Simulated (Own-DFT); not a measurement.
# Computed records: GaN (wurtzite, strained, atoms displaced)

Computed with Own-DFT development build. A calculation, not a measurement: plane-wave PBE density functional theory by an unreviewed code, no spin, of a simulated periodic cell, stress positive in tension, free energy of the whole cell less one offset for each atom, forces on such cells passed a denser k mesh, this cell's mesh not checked; offsets are fitted by least squares, one for each functional and potential file, so energies compare only between cells with the same atoms and settings and are not formation energies; the far tail of each file's local potential was reset to the Coulomb form; each entry is a single point on an unrelaxed cell, so the pressure reflects the starting lattice, mostly measured values (interpolated for alloys), from which strain is counted, and rises with the displacements; printed positions are rounded, which can move forces by about a meV/angstrom; the program, named Own-DFT, is a retired in-house code; no spin-orbit coupling.

Common to all runs: functional PBE; potential files PseudoDojo norm-conserving, scalar-relativistic, standard set with the stringent files for Ga; wave cutoff 96 hartree; occupations Gaussian; smearing width 0.01 eV; k mesh 3 x 4 x 3 centred on Gamma.

(1) GaN (wurtzite, strained, atoms displaced)

```
GaN
1.0
     12.7560     0.0000     0.0000
     -4.7835     8.2853     0.0414
      0.0000     0.0518    10.3700
Ga N Ga N Ga N Ga N Ga N Ga N Ga N Ga N Ga N Ga N Ga N Ga N Ga N Ga N Ga N Ga N Ga N Ga N Ga N Ga N Ga N Ga N Ga N Ga N
2 2 2 2 2 2 2 2 2 2 2 2 2 2 2 2 2 2 2 2 2 2 2 2 2 2 2 2 2 2 2 2 2 2 2 2 2 2 2 2 2 2 2 2 2 2 2 2
Direct
  0.08504 0.22322 0.99593
  0.16853 0.10290 0.25356
  0.07357 0.21370 0.18049
  0.16714 0.11334 0.43780
  0.09071 0.22495 0.50227
  0.16424 0.10626 0.74987
  0.08327 0.22223 0.68602
  0.16925 0.10720 0.93589
  0.08452 0.56024 0.99692
  0.16525 0.44076 0.25503
  0.07768 0.55434 0.19151
  0.16110 0.44081 0.43600
  0.08179 0.55205 0.49440
  0.16904 0.44741 0.75056
  0.08294 0.56247 0.69069
  0.16711 0.43667 0.93519
  0.08148 0.89456 0.00186
  0.17198 0.77412 0.25603
  0.08110 0.88137 0.19206
  0.16189 0.77495 0.43282
  0.08613 0.89928 0.49973
  0.16343 0.76918 0.74184
  0.08584 0.88811 0.69208
  0.16934 0.78300 0.93014
  0.34080 0.21553 0.00156
  0.42822 0.12179 0.24913
  0.33474 0.23204 0.19124
  0.41732 0.10882 0.43438
  0.33452 0.21691 0.49032
  0.41504 0.11973 0.74894
  0.32919 0.21359 0.69191
  0.41961 0.11564 0.94360
  0.33808 0.55561 0.99857
  0.41911 0.45424 0.24615
  0.33492 0.55535 0.19628
  0.41325 0.44479 0.43669
  0.33410 0.55207 0.50277
  0.41801 0.44358 0.74870
  0.33032 0.55208 0.69275
  0.41422 0.44082 0.94617
  0.33403 0.88630 0.00030
  0.41532 0.76899 0.25333
  0.33325 0.88389 0.19281
  0.42344 0.78620 0.44152
  0.33215 0.88458 0.50041
  0.41460 0.78027 0.75038
  0.33919 0.88984 0.68695
  0.41338 0.77677 0.93742
  0.58538 0.22631 0.00032
  0.66583 0.10877 0.25083
  0.57916 0.21467 0.19052
  0.66764 0.11979 0.43759
  0.58687 0.22222 0.48938
  0.66551 0.10362 0.75035
  0.59253 0.22842 0.68715
  0.67031 0.11570 0.93482
  0.57625 0.55415 0.00078
  0.66583 0.44454 0.24463
  0.57896 0.54980 0.19130
  0.66713 0.45222 0.43907
  0.58563 0.55429 0.50319
  0.66242 0.43940 0.75139
  0.58647 0.56106 0.68369
  0.67199 0.44502 0.93317
  0.57532 0.87329 0.00297
  0.66703 0.77613 0.25201
  0.57966 0.88485 0.19251
  0.66749 0.78602 0.42868
  0.59304 0.89499 0.50589
  0.66857 0.77553 0.74473
  0.57848 0.88775 0.69479
  0.67139 0.78669 0.93741
  0.83272 0.21522 0.00424
  0.91186 0.10684 0.25425
  0.82770 0.22132 0.19049
  0.91190 0.10664 0.44097
  0.83461 0.22435 0.50005
  0.91102 0.10752 0.75826
  0.83568 0.22517 0.69324
  0.91702 0.11301 0.93828
  0.83640 0.55568 0.00291
  0.91464 0.44366 0.25725
  0.83241 0.54753 0.19043
  0.92492 0.45544 0.43483
  0.83661 0.56092 0.48935
  0.91340 0.43516 0.75578
  0.84344 0.55754 0.68511
  0.91692 0.43991 0.94115
  0.83042 0.87862 0.99371
  0.91260 0.77215 0.24478
  0.82916 0.88360 0.18397
  0.92691 0.78097 0.43495
  0.82941 0.88330 0.50000
  0.92308 0.77908 0.74330
  0.83928 0.88812 0.69498
  0.92175 0.77823 0.93655
```

```
free energy of cell above offsets : -6.017 eV
pressure                          : 6.6 GPa
stress xx                         : -7.41 GPa
stress yy                         : -5.74 GPa
stress zz                         : -6.66 GPa
stress yz                         : 0.45 GPa
stress xz                         : 0.48 GPa
stress xy                         : 0.16 GPa
```

Force:
| element | x (eV/Å) | y (eV/Å) | z (eV/Å) |
| --- | --- | --- | --- |
| Ga | 0.246 | -0.901 | 0.296 |
| Ga | -1.107 | 0.522 | -1.453 |
| N | 1.16 | 0.541 | 1.58 |
| N | 0.494 | 0.268 | 0.012 |
| Ga | -1.665 | -0.478 | -0.028 |
| Ga | -0.349 | 0.368 | 0.32 |
| N | -0.131 | -0.106 | 0.735 |
| N | -0.099 | 1.076 | 0.476 |
| Ga | 0.403 | -0.274 | 0.502 |
| Ga | -0.621 | -0.559 | -1.872 |
| N | 1.262 | -0.087 | -0.616 |
| N | 1.193 | 0.403 | 0.934 |
| Ga | 0.322 | 1.072 | 1.501 |
| Ga | -1.085 | -0.734 | -0.19 |
| N | 0.752 | -2.728 | -1.246 |
| N | -0.13 | 1.726 | 0.612 |
| Ga | 1.369 | -0.713 | 0.2 |
| Ga | -1.125 | -0.066 | -1.77 |
| N | 0.32 | 0.438 | -0.466 |
| N | 0.772 | 0.751 | 2.293 |
| Ga | 0.785 | -1.402 | 0.497 |
| Ga | 0.585 | 2.214 | 1.154 |
| N | 0.207 | 0.635 | -1.493 |
| N | -0.006 | -0.231 | 0.943 |
| Ga | -2.937 | 0.624 | 0.873 |
| Ga | -3.189 | -2.241 | 0.266 |
| N | 0.76 | -1.12 | -0.158 |
| N | 0.2 | 0.142 | 0.46 |
| Ga | -0.132 | 0.775 | 1.02 |
| Ga | 2.371 | -1.39 | 0.284 |
| N | -0.494 | 1.785 | -1.421 |
| N | 1.449 | -1.135 | -1.183 |
| Ga | -1.846 | -0.443 | 0.66 |
| Ga | 0.037 | -1.609 | 1.196 |
| N | -1.267 | -0.169 | -1.608 |
| N | 1.161 | -0.158 | 0.399 |
| Ga | -0.689 | 0.892 | -0.125 |
| Ga | -0.516 | -0.339 | 0.264 |
| N | 1.068 | 0.664 | -0.567 |
| N | 0.603 | -0.126 | -1.554 |
| Ga | -0.992 | 0.204 | 0.496 |
| Ga | -0.484 | 1.352 | 0.559 |
| N | 0.421 | 0.938 | -0.691 |
| N | 0.166 | -1.089 | 0.247 |
| Ga | -0.063 | 0.118 | -0.358 |
| Ga | 0.27 | -0.887 | 0.021 |
| N | -1.563 | 0.682 | 0.033 |
| N | 0.678 | -0.396 | 0.086 |
| Ga | 0.957 | -0.547 | -0.352 |
| Ga | -0.063 | -0.501 | -0.284 |
| N | 2.029 | 2 | -1.028 |
| N | 1.613 | -1.038 | -0.018 |
| Ga | -1.46 | 0.893 | 1.94 |
| Ga | -0.261 | 1.391 | 0.36 |
| N | -1.347 | -1.103 | -0.656 |
| N | -0.575 | -1.113 | 1.146 |
| Ga | 1.921 | 0.547 | -0.146 |
| Ga | 0.079 | -0.351 | 0.681 |
| N | 0.86 | 1.082 | -0.877 |
| N | 0.816 | -0.682 | -1.031 |
| Ga | -1.327 | 0.418 | -1.405 |
| Ga | 1.679 | 1.128 | -0.979 |
| N | -0.29 | -0.884 | 1.058 |
| N | -1.271 | 0.602 | 1.463 |
| Ga | 0.254 | 2.232 | -0.061 |
| Ga | -0.283 | 0.005 | -1.72 |
| N | 0.487 | -0.02 | -0.605 |
| N | 0.622 | -1.035 | 2.596 |
| Ga | -1.66 | -0.045 | -0.469 |
| Ga | -0.222 | 0.801 | 1.068 |
| N | 1.644 | -0.423 | -1.018 |
| N | -0.96 | -1.967 | -0.562 |
| Ga | -0.442 | 0.55 | -0.142 |
| Ga | 0.176 | 0.012 | -0.774 |
| N | 0.753 | -0.048 | 0.293 |
| N | 0.716 | 0.38 | 0.113 |
| Ga | 0.153 | 0.572 | 0.447 |
| Ga | 0.998 | 0.59 | -1.376 |
| N | -0.173 | -1.364 | -1.238 |
| N | 0.419 | -0.911 | 0.67 |
| Ga | 0.296 | -0.146 | -0.779 |
| Ga | 0.747 | -0.549 | -1.693 |
| N | -0.974 | 0.572 | -0.281 |
| N | -1.376 | -1.867 | 1.044 |
| Ga | 0.323 | -0.287 | 1.776 |
| Ga | -0.015 | 1.529 | -0.265 |
| N | -1.585 | -0.275 | -0.258 |
| N | -0.077 | 0.199 | 0.311 |
| Ga | 0.795 | 1.347 | 0.68 |
| Ga | 0.446 | 0.605 | 0.398 |
| N | 0.227 | 0.062 | 0.185 |
| N | -2.129 | 0.207 | -0.103 |
| Ga | 1.16 | 0.429 | 0.099 |
| Ga | -0.125 | -1.286 | 0.932 |
| N | -1.298 | -0.02 | -1.219 |
| N | -0.819 | -0.501 | -0.044 |

(2) GaN (wurtzite, strained, atoms displaced)

```
GaN
1.0
     12.7560     0.0638     0.0000
     -4.7421     8.2613     0.0000
      0.0000     0.0000    10.3700
Ga N Ga N Ga N Ga N Ga N Ga N Ga N Ga N Ga N Ga N Ga N Ga N Ga N Ga N Ga N Ga N Ga N Ga N Ga N Ga N Ga N Ga N Ga N Ga N
2 2 2 2 2 2 2 2 2 2 2 2 2 2 2 2 2 2 2 2 2 2 2 2 2 2 2 2 2 2 2 2 2 2 2 2 2 2 2 2 2 2 2 2 2 2 2 2
Direct
  0.08514 0.22293 0.98409
  0.16407 0.11057 0.24775
  0.08208 0.21739 0.19139
  0.16669 0.10804 0.43568
  0.08659 0.22419 0.49538
  0.17049 0.11945 0.74564
  0.08490 0.22041 0.68834
  0.17283 0.11241 0.93396
  0.07637 0.55378 0.00298
  0.16996 0.44735 0.25144
  0.08640 0.55414 0.19676
  0.16417 0.43864 0.43554
  0.08136 0.54903 0.49986
  0.16118 0.44131 0.74834
  0.07896 0.55411 0.69441
  0.16823 0.44143 0.93951
  0.07751 0.88355 0.99996
  0.17148 0.77427 0.25317
  0.07872 0.88129 0.19418
  0.16475 0.77921 0.44612
  0.07984 0.88637 0.49881
  0.16538 0.77315 0.75581
  0.08028 0.88494 0.68475
  0.16656 0.77352 0.93459
  0.33815 0.22600 0.00853
  0.41035 0.11941 0.25420
  0.33538 0.22719 0.19348
  0.40711 0.10197 0.44249
  0.33898 0.22175 0.48881
  0.41806 0.12115 0.74997
  0.33026 0.22303 0.69006
  0.41779 0.11692 0.93661
  0.32635 0.54922 0.00018
  0.41714 0.44621 0.25645
  0.32415 0.55163 0.18893
  0.41677 0.44218 0.43584
  0.33325 0.55610 0.49465
  0.42528 0.45506 0.75172
  0.34064 0.56418 0.68707
  0.41344 0.44122 0.93686
  0.33397 0.88321 0.00214
  0.42686 0.78217 0.24615
  0.32440 0.89395 0.19026
  0.41455 0.77026 0.43622
  0.33238 0.89036 0.49853
  0.41827 0.77683 0.75432
  0.33474 0.88793 0.69013
  0.41704 0.77381 0.93736
  0.58541 0.22394 0.99127
  0.66155 0.10332 0.25192
  0.58212 0.22241 0.18699
  0.66803 0.11143 0.43362
  0.58833 0.22207 0.49645
  0.66299 0.10783 0.75281
  0.59092 0.22605 0.68810
  0.65961 0.10517 0.94070
  0.58344 0.55714 0.00826
  0.67304 0.44564 0.24908
  0.58298 0.55915 0.18176
  0.67234 0.44074 0.43490
  0.58496 0.55867 0.49824
  0.66658 0.45059 0.74651
  0.58473 0.56510 0.68661
  0.67499 0.45170 0.94851
  0.58587 0.89098 0.00208
  0.67040 0.78035 0.24647
  0.58493 0.88992 0.19380
  0.66189 0.77510 0.44080
  0.58671 0.89597 0.49760
  0.65728 0.77469 0.74079
  0.57558 0.88152 0.68389
  0.67055 0.77442 0.94237
  0.82899 0.21376 0.00388
  0.90844 0.11185 0.25149
  0.83906 0.21805 0.17873
  0.91532 0.11821 0.44213
  0.84473 0.23703 0.49985
  0.92108 0.12029 0.74825
  0.83265 0.22356 0.68424
  0.91050 0.11029 0.93423
  0.83450 0.55047 0.99892
  0.91278 0.43839 0.25779
  0.82763 0.55162 0.19782
  0.90988 0.44425 0.43835
  0.84116 0.57588 0.50753
  0.91924 0.44191 0.75025
  0.83626 0.57126 0.68446
  0.92343 0.44529 0.93200
  0.82869 0.88944 0.00203
  0.91692 0.77948 0.24558
  0.83627 0.89483 0.18705
  0.91500 0.77073 0.43361
  0.83329 0.88422 0.49500
  0.90518 0.77217 0.75440
  0.83300 0.88996 0.68639
  0.92600 0.77599 0.94011
```

```
free energy of cell above offsets : -4.600 eV
pressure                          : 7.18 GPa
stress xx                         : -6.54 GPa
stress yy                         : -7.64 GPa
stress zz                         : -7.36 GPa
stress yz                         : 0.67 GPa
stress xz                         : -0.04 GPa
stress xy                         : 1.22 GPa
```

Force:
| element | x (eV/Å) | y (eV/Å) | z (eV/Å) |
| --- | --- | --- | --- |
| Ga | -0.094 | -1.14 | 2.131 |
| Ga | 0.056 | -0.579 | 0.067 |
| N | -0.957 | 0.63 | -0.991 |
| N | 0.007 | 0.342 | 0.207 |
| Ga | 0.027 | -1.048 | 0.325 |
| Ga | 0.505 | -2.098 | 0.394 |
| N | -0.911 | 0.779 | -0.644 |
| N | -0.486 | -0.431 | 0.802 |
| Ga | 1.922 | 0.43 | 0.584 |
| Ga | -0.94 | -1.882 | -0.338 |
| N | -1.559 | -0.307 | -0.972 |
| N | 0.181 | 0.953 | 0.826 |
| Ga | -0.341 | 1.029 | 0.231 |
| Ga | 1.489 | 0.835 | 0.155 |
| N | 0.905 | -0.203 | -1.468 |
| N | -1.517 | 0.572 | -0.79 |
| Ga | 2.427 | 1.715 | 0.628 |
| Ga | -1.976 | -0.251 | 0.833 |
| N | 0.93 | 0.599 | -0.967 |
| N | 0.692 | -1.132 | -0.947 |
| Ga | 0.24 | 0.511 | 0.538 |
| Ga | -0.288 | 1.302 | -1.744 |
| N | -0.339 | 0.327 | 0.921 |
| N | 0.061 | 0.162 | 1.891 |
| Ga | -0.621 | -0.412 | -1.207 |
| Ga | 2.436 | -1.295 | -0.289 |
| N | -1.316 | 0.426 | -0.391 |
| N | 2.592 | 1.101 | -1.059 |
| Ga | -2.405 | 0.221 | 2.327 |
| Ga | 0.146 | -1.203 | -0.353 |
| N | 1.25 | 1.472 | -1.377 |
| N | 0.593 | -0.669 | 0.486 |
| Ga | 1.091 | 0.452 | 0.136 |
| Ga | -0.205 | 0.67 | -1.732 |
| N | 2.435 | 1.37 | -0.319 |
| N | 0.303 | 0.478 | 0.873 |
| Ga | -0.044 | -0.432 | 1.176 |
| Ga | -1.51 | -1.518 | -0.261 |
| N | -0.956 | -1.434 | -0.262 |
| N | 0.809 | 0.859 | 0.728 |
| Ga | -0.884 | 0.848 | -0.375 |
| Ga | -2.811 | -1.127 | 0.765 |
| N | 2.788 | 0.558 | -0.525 |
| N | 0.068 | 1.591 | -0.534 |
| Ga | 0.251 | -1.634 | 1.152 |
| Ga | -1.287 | 0.242 | -0.824 |
| N | -0.228 | 0.45 | 0.075 |
| N | 0.398 | 0.183 | 1.257 |
| Ga | -1.158 | 0.262 | 1.494 |
| Ga | -0.088 | 1.907 | -0.777 |
| N | -0.087 | -0.385 | 0.071 |
| N | 0.62 | 0.21 | 0.736 |
| Ga | -0.823 | 0.057 | 0.322 |
| Ga | 0.913 | -0.264 | -0.604 |
| N | -1.307 | 0.302 | -0.162 |
| N | 1.349 | 0.46 | -0.532 |
| Ga | -0.253 | -0.555 | -2.432 |
| Ga | -2.236 | -1.163 | 0.228 |
| N | 0.063 | -0.262 | 3.07 |
| N | -1.15 | 0.917 | 0.99 |
| Ga | 0.385 | -1.088 | -0.384 |
| Ga | 0.814 | -0.029 | 0.638 |
| N | 0.773 | -1.798 | -0.459 |
| N | -1.325 | -0.775 | -1.98 |
| Ga | -0.156 | -1.28 | -0.158 |
| Ga | 0.12 | -0.653 | 0.709 |
| N | 0.746 | -0.1 | -1.436 |
| N | 0.974 | 0.612 | -1.02 |
| Ga | -0.756 | -0.891 | 0.081 |
| Ga | 1.79 | 1.954 | 1.49 |
| N | 0.461 | 1.707 | 0.316 |
| N | -1.54 | 0.2 | -1.121 |
| Ga | -0.221 | 1.065 | -2.028 |
| Ga | 3.104 | -0.066 | 0.578 |
| N | -2.804 | 1.066 | 1.975 |
| N | 1.089 | -1.201 | -0.75 |
| Ga | -1.621 | -1.676 | 0.557 |
| Ga | -0.434 | -1.483 | -0.458 |
| N | -0.34 | -0.065 | 0.761 |
| N | 1.138 | -0.222 | 0.027 |
| Ga | 0.857 | 0.839 | 0.908 |
| Ga | 0.357 | 0.642 | -1.455 |
| N | 2.411 | 1.016 | -2.017 |
| N | 0.894 | 1.317 | 0.727 |
| Ga | -0.276 | -3.211 | -1.099 |
| Ga | -1.535 | 0.233 | -0.508 |
| N | 0.216 | -2.873 | 1.354 |
| N | -1.737 | -1.311 | 1.194 |
| Ga | 1.797 | 0.205 | -0.716 |
| Ga | -0.014 | -0.552 | 0.345 |
| N | -0.442 | -0.636 | 0.415 |
| N | -0.502 | 2.576 | -0.729 |
| Ga | -0.445 | 0.848 | 0.718 |
| Ga | 1.707 | 2.444 | 0.223 |
| N | -1.009 | 0.315 | -0.037 |
| N | -3.249 | -0.928 | -0.201 |
